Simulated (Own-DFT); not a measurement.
Si₄₇N₆₄ (beta silicon nitride with one vacancy, atoms displaced) (calculated)

Computed with Own-DFT development build. A calculation, not a measurement: plane-wave PBE density functional theory by an unreviewed code, no spin, of a simulated periodic cell, stress positive in tension, free energy of the whole cell less one offset for each atom, some atoms lie very close together, defect cell not probed for a lower state with spin; forces on such cells moved up to 12 meV/angstrom on a denser k mesh; offsets are fitted by least squares, one for each functional and potential file, so energies compare only between cells with the same atoms and settings and are not formation energies; the far tail of each file's local potential was reset to the Coulomb form; each entry is a single point on an unrelaxed cell, so the pressure reflects the starting lattice, mostly measured values (interpolated for alloys), from which strain is counted, and rises with the displacements; printed positions are rounded, which can move forces by about a meV/angstrom; the program, named Own-DFT, is a retired in-house code; no spin-orbit coupling; before rounding, a Quantum ESPRESSO 7.3.1 run of the same cell and cutoff gave forces within 1 meV/angstrom rms on each cell, which checks the program and not the settings.

## Si₄₇N₆₄ (beta silicon nitride with one vacancy, atoms displaced)

```xyz
111
Lattice="15.2120 0.0000 0.0000 -7.6060 13.1740 0.0000 0.0000 0.0000 5.8180" Properties=species:S:1:pos:R:3 Si47N64
Si    -1.6686     5.0562     0.7254
Si     0.2034     2.5973     0.7305
Si     1.3119     5.3816     0.6910
Si     5.4349     1.5632     2.2563
Si     3.5994     3.9826     2.2206
Si     2.4706     1.1479     2.2401
N      2.3888     0.1898     0.9220
N      6.2760     2.0254     0.6847
N      2.6840     4.3906     0.7873
N      1.4923     6.4064     2.2323
N     -2.4420     4.4949     2.2651
N      0.9659     2.2433     2.2390
N      0.0134     4.2767     0.7033
N      3.7947     2.1231     2.3065
Si    -1.4626     5.2265     3.7192
Si     0.1712     2.7564     3.7415
Si     1.3346     5.4877     3.6777
Si     5.4261     1.3953     5.0691
Si     3.6519     3.9475     4.9571
Si     2.3642     1.2499     5.0047
N      2.4339     0.1864     3.5993
N      6.2584     1.9426     3.5999
N      2.8746     4.4333     3.6649
N      1.3545     6.2801     5.2235
N     -2.3350     4.5602     5.1671
N      1.0065     2.0752     5.0499
N     -0.0181     4.3641     3.4609
N      3.9104     2.1604     5.1169
Si    -5.3870    11.7327     0.8447
Si    -3.6512     9.3644     0.8410
Si    -2.3558    12.0143     0.8198
Si     1.7273     8.2144     2.4316
Si    -0.0062    10.4159     2.1958
Si    -1.3933     7.7142     2.2646
N     -1.4796     6.8664     0.8066
N      2.3984     8.5413     0.6987
N     -1.0156    10.9757     0.6279
N     -2.3149    12.9286     2.2671
N     -6.0997    11.2385     2.3428
N     -2.8066     8.7374     2.1216
N     -3.9251    11.0834     0.6943
N     -0.0525     8.8068     2.1614
Si    -5.3490    11.7145     3.6167
Si    -3.5889     9.3773     3.6585
Si    -2.5447    12.0680     3.6098
Si     1.5007     8.1185     5.0327
Si    -0.2944    10.4424     5.1270
Si    -1.4202     7.7272     5.0434
N     -1.2976     6.6888     3.5727
N      2.5029     8.7370     3.5707
N     -1.1272    10.9740     3.6546
N     -2.4408    12.8519     4.9986
N     -6.2680    11.2191     4.8410
N     -2.8454     8.6503     4.9352
N     -3.7184    10.9941     3.5942
N      0.0476     8.9991     4.9939
Si     6.0253     5.0041     0.7892
Si     7.9620     2.6357     0.7439
Si    13.0602     1.5456     2.1552
Si    11.3021     3.8975     2.1408
Si     9.9443     1.1427     2.1451
N     10.0475     0.3069     0.7454
N     13.8254     2.0964     0.6756
N     10.4565     4.3537     0.6587
N      8.9816     6.3030     2.2724
N      5.1612     4.6287     2.1675
N      8.6391     2.1160     1.9863
N      7.4881     4.4027     0.7524
N     11.4367     2.3560     2.2085
Si     6.1012     5.1336     3.4427
Si     7.7876     2.6796     3.7090
Si     9.0477     5.3512     3.5780
Si    13.1432     1.5725     5.1121
Si    11.1558     3.8199     4.9755
Si    10.1694     1.1987     4.9630
N      9.9743     0.2070     3.5293
N     13.9213     1.9245     3.6150
N     10.2953     4.3750     3.8080
N      8.9398     6.3759     5.0619
N      5.3398     4.5833     5.1169
N      8.5666     2.3013     5.0752
N      7.6686     4.3908     3.7258
N     11.4014     2.2112     5.0817
Si     2.2818    11.7060     0.7769
Si     3.9130     9.4360     0.7018
Si     5.1054    11.8893     0.5695
Si     9.1158     8.1129     2.0687
Si     7.4592    10.6844     2.0848
Si     6.1803     7.8184     2.2014
N      6.1764     6.7890     0.8070
N     10.0201     8.5327     0.7321
N      6.5384    10.9318     0.7315
N      5.2086    12.9938     2.1351
N      1.3412    11.0489     2.1662
N      4.8429     8.8887     2.2616
N      3.7213    10.8856     0.6658
N      7.4191     8.6273     2.1905
Si     2.2524    11.5642     3.6448
Si     3.8296     9.1661     3.6020
Si     5.0620    11.9541     3.5807
Si     9.1540     8.0601     5.2053
Si     7.4260    10.4879     5.1321
Si     6.2349     7.7722     5.0211
N      6.2612     6.8194     3.7233
N     10.1448     8.4508     3.6408
N      6.5702    10.9975     3.7754
N      5.2889    12.9118     4.9695
N      1.4823    11.2693     5.2247
N      4.7710     8.8744     5.1468
N      3.7298    10.9406     3.6297
N      7.7030     8.8119     5.0028
```

```
functional                        : PBE
potential files                   : PseudoDojo norm-conserving, scalar-relativistic, standard set
wave cutoff                       : 42 hartree
occupations                       : Fermi-Dirac
smearing width                    : 0.1 eV
k mesh                            : 2 x 2 x 4 centred on Gamma
free energy of cell above offsets : 28.339 eV
pressure                          : 14.83 GPa
stress xx                         : -16.93 GPa
stress yy                         : -16.22 GPa
stress zz                         : -11.33 GPa
stress yz                         : 0.17 GPa
stress xz                         : -3.92 GPa
stress xy                         : -1.71 GPa
```

Force:
| element | x (eV/Å) | y (eV/Å) | z (eV/Å) |
| --- | --- | --- | --- |
| Si | 1.7 | 0.095 | 3.868 |
| Si | 2.452 | 0.998 | 1.57 |
| Si | 0.645 | -2.428 | 6.392 |
| Si | -0.936 | -1.185 | -4.434 |
| Si | -0.888 | -2.516 | -2.378 |
| Si | -2.691 | 2.256 | -0.114 |
| N | -0.577 | 1.68 | -4.903 |
| N | -1.095 | -1.901 | 1.04 |
| N | 2.636 | -0.946 | -1.598 |
| N | -0.325 | 1.264 | 0.955 |
| N | 5.816 | 4.369 | 0.403 |
| N | 1.822 | -1.76 | -0.094 |
| N | -1.586 | 2.935 | -0.469 |
| N | 1.783 | 3.481 | -0.596 |
| Si | -4.715 | -13.72 | -0.189 |
| Si | 1.149 | -2.187 | -3.69 |
| Si | 1.342 | -2.329 | -1.409 |
| Si | 0.938 | 1.176 | 1.113 |
| Si | 3.652 | -1.741 | 6.962 |
| Si | 5.598 | -3.648 | 2.045 |
| N | 0.178 | 1.587 | 2.502 |
| N | 0.916 | 0.198 | 2.516 |
| N | -4.139 | 2.38 | -1.834 |
| N | -0.166 | 5.992 | -6.648 |
| N | -1.503 | 0.002 | -4.722 |
| N | -3.005 | 2.441 | 1.79 |
| N | 1.632 | 3.171 | 1.788 |
| N | -3.387 | 0.911 | -0.347 |
| Si | -2.607 | -0.183 | -2.779 |
| Si | 0.093 | -1.493 | -3.343 |
| Si | -1.058 | -0.035 | -2.52 |
| Si | -8.34 | -5.779 | -14.97 |
| Si | -13.34 | 0.596 | 0.627 |
| Si | -0.58 | 3.1 | -3.055 |
| N | 0.852 | -2.309 | -2.812 |
| N | -0.231 | 0.229 | 1.027 |
| N | -0.87 | 0.58 | 5.312 |
| N | -0.056 | 3.116 | -3.754 |
| N | -5.265 | -2.727 | -7.752 |
| N | 0.634 | 0.4 | 2.385 |
| N | 5.03 | -2.695 | 0.351 |
| N | 2.598 | -4.001 | 1.183 |
| Si | 3.569 | 0.042 | 3.804 |
| Si | -0.663 | -3.886 | -2.379 |
| Si | 4.971 | -2.593 | 0.348 |
| Si | 1.587 | 0.175 | 4.415 |
| Si | -0.114 | 10.77 | -3.622 |
| Si | -0.402 | 1.322 | 1.941 |
| N | 1.039 | 10.79 | 1.965 |
| N | -13.86 | -4.594 | 8.873 |
| N | 2.676 | -0.864 | -0.957 |
| N | 0.429 | 3.439 | 5.443 |
| N | -0.241 | 0.057 | 7.328 |
| N | 1.305 | 0.413 | 4.062 |
| N | -4.969 | 0.401 | -0.098 |
| N | 1.116 | -13.33 | -0.758 |
| Si | -1.206 | 3.981 | -2.912 |
| Si | -6.207 | 5.845 | -5.001 |
| Si | -2.134 | 0.253 | 0.578 |
| Si | -6.221 | 5.212 | -0.706 |
| Si | 3.347 | 2.678 | 0.394 |
| N | 0.622 | -3.232 | -3.078 |
| N | -0.291 | -1.482 | 1.998 |
| N | 0.624 | -0.683 | 1.39 |
| N | 0.215 | 3.461 | -2.073 |
| N | -1.044 | -0.463 | 0.715 |
| N | 1.438 | -1.057 | 9.605 |
| N | 4.708 | -3.527 | 0.646 |
| N | 0.242 | -9.283 | 0.358 |
| Si | 1.061 | -0.53 | 5.799 |
| Si | -0.096 | 1.155 | -3.445 |
| Si | -1.664 | 2.192 | 3.164 |
| Si | -3.748 | -2.351 | -3.09 |
| Si | 2.272 | 3.295 | 6.019 |
| Si | -4.931 | -1.905 | 1.632 |
| N | 0.167 | -1.491 | 1.851 |
| N | -1.251 | -0.07 | 0.841 |
| N | 2.193 | -1.098 | -6.532 |
| N | 0.204 | -0.474 | -1.138 |
| N | -3.099 | -0.234 | -2.898 |
| N | 4.899 | -3.769 | -0.601 |
| N | -2.503 | -0.837 | -1.701 |
| N | 4.689 | -1.774 | -0.343 |
| Si | -2.711 | 1.716 | 0.102 |
| Si | 2.576 | -14.64 | 1.222 |
| Si | 1.6 | 3.751 | 1.792 |
| Si | -0.558 | -3.229 | 5.075 |
| Si | -1.103 | -3.287 | 6.255 |
| Si | -7.244 | -6.325 | -0.267 |
| N | -0.897 | 0.409 | -1.449 |
| N | 1.032 | 1.559 | 0.426 |
| N | 0.362 | 0.819 | -0.809 |
| N | -0.391 | -1.983 | -1.28 |
| N | 10.45 | 5.545 | 0.665 |
| N | -2.516 | 0.165 | -1.559 |
| N | 0.755 | 11.93 | 0.57 |
| N | 11.75 | 9.389 | -1.05 |
| Si | -4.355 | 2.856 | 1.594 |
| Si | 21.61 | 7.192 | 2.514 |
| Si | 3.76 | 0.653 | -1.018 |
| Si | 2.32 | -1.412 | -4.463 |
| Si | 0.49 | -0.095 | -2.479 |
| Si | -0.235 | 1.105 | 5.207 |
| N | -1.383 | -1.096 | -4.135 |
| N | -2.295 | 0.853 | -0.594 |
| N | -1.062 | 0.679 | -4.578 |
| N | -1.212 | 1.662 | 2.531 |
| N | -2.624 | -1.305 | -3.81 |
| N | 0.567 | -1.25 | -2.147 |
| N | 1.846 | -1.125 | -0.634 |
| N | -3.376 | 0.148 | 1.065 |
